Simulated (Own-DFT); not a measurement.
# Response to strain: diamond-structure GeSn with randomly placed atoms, 64 atoms (Ge52Sn12)

Calculated results; nothing here was measured. They come from Own-DFT, an in-house plane-wave density functional program, since retired, whose code no person has reviewed. Each row is one single-point run on a periodic cell that was not relaxed, without spin or spin-orbit coupling.

Settings of every run: PBE; PseudoDojo norm-conserving scalar-relativistic files; cutoff 49 hartree; 3 x 3 x 3 k mesh centred on Gamma; Fermi-Dirac smearing of 0.1 eV.

Known limits: forces on such cells moved up to 12 meV/angstrom on a denser k mesh; stress not checked against mesh or cutoff.

Unstrained cell vectors in Å: (11.628, 0.000, 0.000); (0.000, 11.628, 0.000); (0.000, 0.000, 11.628). The unstrained cell has measured lattice constants (interpolated for alloys), not those of this functional. That, the random moves and any unrelaxed bonds set the pressure at no strain. Each run strains this cell uniformly, with the atoms carried along. Every atom was also moved at random, by a Gaussian of width 0.05 Å on each axis. The random placing of the alloy's atoms differs from row to row. Strain is the symmetric tensor, in per cent. Stress is positive in tension, and the pressure is minus a third of its trace.

```
run  e_xx (%)  e_yy (%)  e_zz (%)  s_xx (GPa)  s_yy (GPa)  s_zz (GPa)  P (GPa)  E (meV/atom)
  1     -2.00     -2.00      0.00       -9.28       -9.24       -8.32     8.95          97.0
  2     -1.75     -1.75      0.00       -8.43       -8.72       -7.68     8.28          72.0
  3      2.50      2.50      0.00       -1.60       -1.58       -2.81     2.00           0.0
  4     -1.25     -1.25      0.00       -7.80       -7.84       -7.10     7.58          71.5
  5      0.25      0.25      0.00       -5.03       -4.99       -5.16     5.06          34.3
  6     -2.50     -2.50      0.00      -10.08      -10.20       -8.74     9.67          99.6
  7      1.00      1.00      0.00       -4.13       -4.27       -4.65     4.35          47.9
  8      0.50      0.50      0.00       -4.71       -4.65       -4.89     4.75          32.9
  9     -1.50     -1.50      0.00           ?           ?           ?        ?             ?
```

E is the free energy for each atom above the lowest run shown.

## Worked fit

The change of volume is close to e_xx + e_yy + e_zz. A straight line through the runs shown gives P = 5.73 - 77 x (fractional change of volume) GPa, with an error of 2 on the slope and a scatter of 0.20 GPa. The strain isn't the same on all axes, but the crystal is cubic, so the slope still estimates the bulk modulus, averaged over pressures from 2.0 to 9.7 GPa.

## Withheld run

Question: what pressure should run 9 give? Its volume changes by -2.98 %.

The line gives 8.0 GPa. The calculation gave 7.90 GPa.
